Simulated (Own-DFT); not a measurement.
# Computed records: GaN (wurtzite, atoms displaced)

A calculation, not a measurement: plane-wave PBE density functional theory by an unreviewed code, no spin, of a simulated periodic cell, stress positive in tension, free energy of the whole cell less one offset for each atom, forces on such cells passed a denser k mesh, this cell's mesh not checked; offsets are fitted by least squares, one for each functional and potential file, so energies compare only between cells with the same atoms and settings and are not formation energies; the far tail of each file's local potential was reset to the Coulomb form; each entry is a single point on an unrelaxed cell, so the pressure reflects the starting lattice, mostly measured values (interpolated for alloys), from which strain is counted, and rises with the displacements; printed positions are rounded, which can move forces by about a meV/angstrom; the program, named Own-DFT, is a retired in-house code; no spin-orbit coupling. Program: Own-DFT development build.

Settings shared by all entries: functional PBE; potential files PseudoDojo norm-conserving, scalar-relativistic, standard set with the stringent files for Ga; wave cutoff 96 hartree; occupations Gaussian; smearing width 0.01 eV; k mesh 3 x 4 x 3 centred on Gamma.

(1) GaN (wurtzite, atoms displaced)

```
cell vectors (Å)
  12.7560     0.0000     0.0000
  -4.7835     8.2853     0.0000
   0.0000     0.0000    10.3700
atoms (fractions of the cell vectors)
Ga  0.08288  0.21984  0.00111
Ga  0.16632  0.11413  0.24845
N   0.08015  0.22267  0.18947
N   0.16625  0.11090  0.43599
Ga  0.08314  0.22312  0.50258
Ga  0.16270  0.10971  0.74970
N   0.08497  0.22180  0.69135
N   0.16626  0.11067  0.93903
Ga  0.08499  0.55755  0.00098
Ga  0.16576  0.44499  0.25230
N   0.08579  0.55423  0.18639
N   0.16593  0.44503  0.43587
Ga  0.08508  0.55334  0.49746
Ga  0.16613  0.44586  0.75021
N   0.08322  0.55403  0.68794
N   0.16729  0.44269  0.93499
Ga  0.08061  0.88833  0.00077
Ga  0.16528  0.77671  0.25023
N   0.08073  0.88697  0.18976
N   0.16874  0.77803  0.43880
Ga  0.08315  0.88728  0.49971
Ga  0.16675  0.78041  0.74898
N   0.08324  0.88855  0.68551
N   0.16335  0.77405  0.93880
Ga  0.33519  0.22369  0.99652
Ga  0.41243  0.10632  0.24799
N   0.32932  0.22089  0.18851
N   0.42052  0.11306  0.44298
Ga  0.33200  0.22096  0.49868
Ga  0.41762  0.11035  0.74986
N   0.33383  0.22117  0.68878
N   0.41546  0.10761  0.93896
Ga  0.33138  0.55477  0.99794
Ga  0.42107  0.44554  0.25043
N   0.33560  0.55974  0.18839
N   0.41810  0.44715  0.43880
Ga  0.33366  0.55396  0.50377
Ga  0.41864  0.44516  0.75176
N   0.33292  0.55626  0.68851
N   0.41528  0.44293  0.93881
Ga  0.33490  0.89096  0.99943
Ga  0.41630  0.77949  0.24809
N   0.33617  0.89215  0.19193
N   0.41826  0.78229  0.44271
Ga  0.33249  0.88297  0.50254
Ga  0.41667  0.77586  0.74860
N   0.33306  0.89009  0.69113
N   0.41540  0.77406  0.94033
Ga  0.58202  0.22128  0.99934
Ga  0.66562  0.10929  0.24800
N   0.58369  0.22200  0.18588
N   0.66697  0.11245  0.43619
Ga  0.58100  0.22195  0.49985
Ga  0.66778  0.11138  0.74845
N   0.58220  0.22300  0.68771
N   0.66641  0.11048  0.93698
Ga  0.58523  0.55408  0.99608
Ga  0.66660  0.44362  0.25198
N   0.58193  0.55676  0.18923
N   0.66631  0.44502  0.43962
Ga  0.58491  0.55798  0.49909
Ga  0.66826  0.44540  0.74855
N   0.58100  0.55251  0.69075
N   0.66471  0.44375  0.94032
Ga  0.58107  0.88495  0.99797
Ga  0.67001  0.78109  0.25448
N   0.58508  0.89160  0.18952
N   0.66702  0.77505  0.43830
Ga  0.58396  0.89145  0.49804
Ga  0.66522  0.77997  0.75075
N   0.58577  0.89099  0.68696
N   0.66872  0.77739  0.93659
Ga  0.83498  0.22495  0.00088
Ga  0.91548  0.11278  0.25210
N   0.83271  0.22168  0.18849
N   0.91929  0.11231  0.43902
Ga  0.83209  0.21981  0.50105
Ga  0.91636  0.11082  0.75066
N   0.83380  0.22362  0.68996
N   0.91316  0.10747  0.93889
Ga  0.82978  0.55411  0.00041
Ga  0.91816  0.44677  0.24660
N   0.83551  0.55585  0.18607
N   0.91888  0.44648  0.44114
Ga  0.83323  0.55579  0.49646
Ga  0.91317  0.43903  0.74960
N   0.83533  0.55812  0.68800
N   0.91741  0.44577  0.93903
Ga  0.83544  0.89318  0.00214
Ga  0.91377  0.77208  0.25014
N   0.83044  0.88860  0.18851
N   0.91798  0.78089  0.43933
Ga  0.83480  0.88888  0.49744
Ga  0.91764  0.78037  0.74813
N   0.82961  0.88177  0.69176
N   0.91543  0.77815  0.93631
```

- free energy of cell above offsets: -10.338 eV
- pressure: 5.43 GPa
- stress xx: -5.46 GPa
- stress yy: -5.44 GPa
- stress zz: -5.38 GPa
- stress yz: -0.02 GPa
- stress xz: -0.04 GPa
- stress xy: -0.04 GPa

Force:
| element | x (eV/Å) | y (eV/Å) | z (eV/Å) |
| --- | --- | --- | --- |
| Ga | -0.317 | 0.295 | -0.153 |
| Ga | -0.331 | -0.487 | 0.121 |
| N | 0.317 | 0.051 | -0.17 |
| N | -0.133 | 0.03 | 0.402 |
| Ga | 0.46 | -0.024 | -0.241 |
| Ga | 1.201 | 0.021 | 0.168 |
| N | -0.83 | 0.193 | -0.492 |
| N | 0.058 | -0.152 | -0.079 |
| Ga | 0.051 | -0.531 | -0.541 |
| Ga | 0.82 | -0.013 | -0.683 |
| N | -0.55 | 0.348 | 0.385 |
| N | 0.668 | -0.261 | 0.728 |
| Ga | -0.531 | 0.43 | 0.661 |
| Ga | 0.098 | -0.046 | -0.113 |
| N | -0.272 | 0.185 | -0.103 |
| N | -0.452 | -0.096 | 0.679 |
| Ga | 0.303 | -0.182 | -0.033 |
| Ga | 0.22 | 0.222 | -0.086 |
| N | 0.122 | 0.161 | -0.063 |
| N | -0.327 | -0.18 | -0.11 |
| Ga | 0.256 | 0.324 | -0.333 |
| Ga | 0.018 | -0.622 | 0.246 |
| N | -0.115 | 0.168 | 0.331 |
| N | 0.342 | 0.866 | -0.014 |
| Ga | -0.366 | -0.377 | 0.507 |
| Ga | 0.326 | 1.261 | 0.79 |
| N | 0.756 | 0.3 | -0.303 |
| N | -1.1 | -0.766 | -0.927 |
| Ga | 0.326 | 0.147 | 0.247 |
| Ga | -0.346 | 0.201 | -0.069 |
| N | -0.47 | 0.006 | 0.103 |
| N | -0.004 | 0.508 | -0.195 |
| Ga | 0.289 | -0.303 | 0.612 |
| Ga | -1.109 | -0.122 | -0.076 |
| N | -0.155 | -0.671 | 0.022 |
| N | -0.021 | -0.316 | 0.05 |
| Ga | -0.075 | 0.352 | -0.786 |
| Ga | -0.518 | -0.51 | -0.3 |
| N | 0.234 | -0.291 | 0.288 |
| N | 0.264 | 0.364 | -0.01 |
| Ga | -0.382 | -0.76 | 0.223 |
| Ga | 0.578 | -0.122 | 0.635 |
| N | -0.698 | -0.861 | -0.835 |
| N | 0.323 | -0.942 | -0.693 |
| Ga | -0.303 | 1.088 | 0.016 |
| Ga | -0.091 | 0.445 | 0.245 |
| N | 0.299 | -0.371 | -0.123 |
| N | -0.192 | 0.448 | -0.576 |
| Ga | 0.338 | -0.13 | -0.054 |
| Ga | -0.104 | 0.458 | 0.05 |
| N | -0.386 | 0.036 | 0.467 |
| N | 0.088 | 0.09 | 0.291 |
| Ga | 0.726 | 0.236 | 0.136 |
| Ga | -0.467 | 0.093 | 0.28 |
| N | 0.59 | -0.02 | 0.196 |
| N | -0.005 | -0.008 | 0.136 |
| Ga | -0.889 | 0.515 | 0.757 |
| Ga | -0.22 | -0.048 | -0.475 |
| N | 1.036 | 0.221 | -0.355 |
| N | 0.199 | -0.004 | -0.194 |
| Ga | -0.237 | -0.502 | 0.614 |
| Ga | -0.088 | 0.07 | 0.114 |
| N | 0.375 | 0.66 | -0.44 |
| N | 0.523 | -0.374 | -0.627 |
| Ga | 0.543 | 0.359 | 0.39 |
| Ga | -0.816 | -0.535 | -0.888 |
| N | -0.029 | -0.608 | -0.258 |
| N | -0.15 | 0.777 | 0.406 |
| Ga | 0.255 | -0.132 | 0.118 |
| Ga | 0.383 | -0.632 | -0.088 |
| N | -0.51 | -0.143 | -0.022 |
| N | -0.411 | 0.006 | 0.455 |
| Ga | -0.3 | -0.33 | -0.167 |
| Ga | 0.148 | -0.245 | -0.261 |
| N | -0.022 | 0.317 | 0.094 |
| N | -0.534 | -0.138 | 0.249 |
| Ga | 0.033 | 0.417 | -0.261 |
| Ga | 0.022 | -0.444 | -0.01 |
| N | 0.193 | -0.678 | -0.435 |
| N | 0.43 | 0.887 | -0.1 |
| Ga | 0.56 | 0.335 | -0.55 |
| Ga | 0.247 | -0.459 | 0.611 |
| N | -0.574 | -0.317 | 0.448 |
| N | -0.235 | -0.375 | -0.793 |
| Ga | 0.201 | 0.06 | 0.675 |
| Ga | 0.315 | 1.256 | 0.155 |
| N | -0.115 | -0.371 | -0.167 |
| N | -0.183 | -0.06 | 0.008 |
| Ga | -0.221 | -0.863 | -0.294 |
| Ga | -0.114 | 0.943 | -0.014 |
| N | 0.856 | 0.189 | 0.316 |
| N | 0.085 | -0.578 | -0.396 |
| Ga | -0.333 | 0.064 | 0.824 |
| Ga | 0.113 | -0.492 | 0.281 |
| N | 0.033 | 1.185 | -0.952 |
| N | 0.009 | -0.096 | 0.386 |

(2) GaN (wurtzite, atoms displaced)

```
cell vectors (Å)
  12.7560     0.0000     0.0000
  -4.7835     8.2853     0.0000
   0.0000     0.0000    10.3700
atoms (fractions of the cell vectors)
Ga  0.08041  0.22052  0.00076
Ga  0.16758  0.11086  0.24831
N   0.08337  0.21936  0.18963
N   0.16724  0.11081  0.44328
Ga  0.08834  0.22614  0.49835
Ga  0.16618  0.11300  0.74734
N   0.08336  0.22554  0.68946
N   0.16752  0.11210  0.93896
Ga  0.08427  0.55520  0.99937
Ga  0.16289  0.43955  0.25095
N   0.08377  0.55078  0.18689
N   0.16703  0.44579  0.43962
Ga  0.08189  0.55379  0.49787
Ga  0.16752  0.44809  0.75122
N   0.08139  0.55166  0.68760
N   0.16503  0.44123  0.93850
Ga  0.08376  0.88784  0.00093
Ga  0.16808  0.77511  0.24896
N   0.08088  0.88950  0.18687
N   0.16823  0.77782  0.43394
Ga  0.08391  0.89058  0.50140
Ga  0.16738  0.78042  0.75026
N   0.08322  0.89234  0.68845
N   0.16453  0.77458  0.93738
Ga  0.33396  0.22481  0.00049
Ga  0.41704  0.10927  0.25025
N   0.33213  0.22291  0.18715
N   0.41786  0.11151  0.43920
Ga  0.33562  0.22200  0.50033
Ga  0.41762  0.11092  0.75124
N   0.33366  0.22810  0.68824
N   0.41672  0.11203  0.93986
Ga  0.33217  0.55518  0.00255
Ga  0.41656  0.44818  0.25031
N   0.33400  0.55344  0.19022
N   0.41699  0.44441  0.44069
Ga  0.33826  0.55955  0.49799
Ga  0.41675  0.44079  0.75176
N   0.33098  0.55464  0.68634
N   0.41307  0.44259  0.93611
Ga  0.33467  0.88849  0.99907
Ga  0.41732  0.78463  0.24807
N   0.33121  0.88587  0.18706
N   0.42011  0.77960  0.43734
Ga  0.33050  0.88798  0.50194
Ga  0.41516  0.77734  0.74941
N   0.33287  0.88562  0.68905
N   0.41475  0.77811  0.93631
Ga  0.58416  0.22063  0.00173
Ga  0.66590  0.11062  0.25026
N   0.58356  0.22408  0.18809
N   0.66000  0.10643  0.43978
Ga  0.58224  0.22174  0.50163
Ga  0.66546  0.10980  0.74839
N   0.58067  0.21836  0.68645
N   0.66911  0.11082  0.93704
Ga  0.58494  0.55734  0.00291
Ga  0.66708  0.44350  0.24678
N   0.58316  0.55893  0.18625
N   0.66448  0.43899  0.43848
Ga  0.58405  0.55445  0.49440
Ga  0.66839  0.44778  0.75056
N   0.58256  0.55608  0.68617
N   0.66358  0.44338  0.94050
Ga  0.58192  0.88913  1.00000
Ga  0.66420  0.77560  0.25051
N   0.58203  0.88686  0.18706
N   0.66855  0.77918  0.44029
Ga  0.58587  0.89019  0.50455
Ga  0.67025  0.78037  0.74795
N   0.58441  0.88740  0.68867
N   0.66690  0.77901  0.94002
Ga  0.83359  0.22230  0.00022
Ga  0.92021  0.11267  0.25024
N   0.83668  0.22061  0.18679
N   0.91703  0.11260  0.44062
Ga  0.83305  0.22483  0.49663
Ga  0.91701  0.11427  0.75053
N   0.83662  0.22307  0.68905
N   0.91500  0.11143  0.94029
Ga  0.83296  0.55734  0.99977
Ga  0.91824  0.44533  0.24898
N   0.83336  0.55723  0.18570
N   0.91782  0.44333  0.43863
Ga  0.83246  0.55535  0.50082
Ga  0.91265  0.44108  0.75206
N   0.83409  0.55246  0.68836
N   0.91529  0.44674  0.93959
Ga  0.82861  0.88763  0.00248
Ga  0.91513  0.77447  0.24856
N   0.83342  0.88974  0.19048
N   0.91724  0.77940  0.44053
Ga  0.82959  0.88789  0.50185
Ga  0.91756  0.77979  0.75266
N   0.83416  0.89263  0.68566
N   0.91811  0.77990  0.93905
```

- free energy of cell above offsets: -10.355 eV
- pressure: 5.4 GPa
- stress xx: -5.17 GPa
- stress yy: -5.14 GPa
- stress zz: -5.87 GPa
- stress yz: 0.12 GPa
- stress xz: 0.01 GPa
- stress xy: 0.08 GPa

Force:
| element | x (eV/Å) | y (eV/Å) | z (eV/Å) |
| --- | --- | --- | --- |
| Ga | 0.521 | -0.139 | -0.19 |
| Ga | -0.014 | -0.215 | 0.578 |
| N | 0.075 | 0.262 | -0.193 |
| N | 0.354 | 0.15 | -0.947 |
| Ga | -0.817 | -0.32 | 0.667 |
| Ga | -0.091 | 0.36 | 0.552 |
| N | 0.157 | -0.165 | -0.162 |
| N | -0.184 | -0.224 | -0.148 |
| Ga | -0.242 | -0.276 | -0.215 |
| Ga | 0.777 | 0.329 | 0.141 |
| N | -0.378 | 0.563 | 0.104 |
| N | 0.381 | 0.17 | -0.426 |
| Ga | 0.367 | 0.3 | 0.593 |
| Ga | 0.033 | -0.399 | -0.299 |
| N | -0.45 | 0.762 | 0.093 |
| N | 0.012 | 0.363 | 0.269 |
| Ga | -0.069 | 0.421 | -0.304 |
| Ga | -0.878 | 0.031 | -0.285 |
| N | 0.771 | -0.414 | 0.443 |
| N | -0.486 | -0.092 | 0.682 |
| Ga | -0.013 | -0.387 | -0.306 |
| Ga | -0.312 | -0.735 | -0.207 |
| N | 0.353 | -0.426 | 0.093 |
| N | 0.367 | 0.449 | 0.25 |
| Ga | -0.172 | -0.309 | -0.18 |
| Ga | -0.551 | 0.29 | -0.032 |
| N | 0.652 | 0.073 | 0.482 |
| N | -0.271 | -0.345 | -0.219 |
| Ga | -0.35 | 0.128 | 0.067 |
| Ga | -0.609 | 0.043 | -0.08 |
| N | 0.645 | -1.278 | -0.062 |
| N | 0.195 | -0.125 | -0.067 |
| Ga | 0.015 | -0.15 | -0.327 |
| Ga | 0.377 | -0.653 | 0.207 |
| N | -0.872 | 0.639 | -0.112 |
| N | 0.204 | -0.099 | -0.693 |
| Ga | -0.721 | -0.198 | 0.305 |
| Ga | -0.485 | 1.123 | -0.439 |
| N | 0.645 | 0.251 | 0.267 |
| N | 0.608 | 0.638 | 0.717 |
| Ga | -0.71 | 0.087 | -0.183 |
| Ga | 0.486 | -1.103 | 0.544 |
| N | 0.059 | 0.654 | -0.171 |
| N | -0.447 | 0.286 | 0.07 |
| Ga | 0.793 | -0.065 | -0.372 |
| Ga | 0.584 | -0.516 | -0.194 |
| N | -0.416 | 0.683 | -0.059 |
| N | 0.453 | -0.19 | 0.35 |
| Ga | -0.084 | 0.032 | -0.528 |
| Ga | 0.456 | -0.005 | 0.028 |
| N | 0.169 | -0.479 | 0.083 |
| N | 0.964 | 0.703 | -0.318 |
| Ga | 0.003 | -0.223 | -0.181 |
| Ga | 0.439 | 0.206 | 0.016 |
| N | 0.284 | 0.634 | 0.617 |
| N | -0.625 | -0.003 | 0.141 |
| Ga | -0.766 | -0.203 | -0.912 |
| Ga | -0.252 | 0.354 | 0.459 |
| N | 0.313 | -0.612 | 0.766 |
| N | 0.265 | 0.636 | -0.506 |
| Ga | -0.08 | 0.081 | 0.829 |
| Ga | -0.393 | -0.444 | -0.116 |
| N | 0.403 | 0.059 | 0.079 |
| N | 0.495 | 0.056 | -0.25 |
| Ga | 0.15 | -0.09 | -0.302 |
| Ga | 0.361 | 0.698 | 0.18 |
| N | -0.039 | 0.464 | 0.081 |
| N | -0.566 | -0.425 | -0.528 |
| Ga | -0.38 | -0.41 | -0.61 |
| Ga | -0.328 | -0.514 | 0.409 |
| N | -0.348 | 0.088 | 0.445 |
| N | -0.352 | -0.306 | -0.487 |
| Ga | -0.029 | 0.286 | -0.078 |
| Ga | -0.387 | -0.533 | 0.521 |
| N | -0.887 | 0.229 | 0.498 |
| N | 0.136 | -0.038 | -0.319 |
| Ga | 0.106 | -0.684 | 0.51 |
| Ga | 0.52 | -0.165 | 0.021 |
| N | -1.151 | -0.2 | -0.418 |
| N | 0.189 | -0.287 | -0.258 |
| Ga | -0.055 | -0.02 | -0.322 |
| Ga | -0.233 | -0.267 | -0.07 |
| N | 0.21 | -0.538 | 0.443 |
| N | -0.734 | 0.382 | -0.502 |
| Ga | 0.182 | 0.099 | -0.229 |
| Ga | 0.861 | 0.303 | -0.102 |
| N | -0.589 | 0.611 | 0.119 |
| N | 0.274 | -0.276 | 0.079 |
| Ga | 0.874 | 0.389 | -0.007 |
| Ga | -0.126 | 0.659 | 0.553 |
| N | -0.19 | -0.291 | -0.04 |
| N | -0.126 | -0.341 | -0.308 |
| Ga | 1.045 | 0.624 | -0.544 |
| Ga | -0.14 | -0.11 | -0.458 |
| N | 0.382 | -0.282 | 0.834 |
| N | -0.566 | -0.078 | 0.076 |
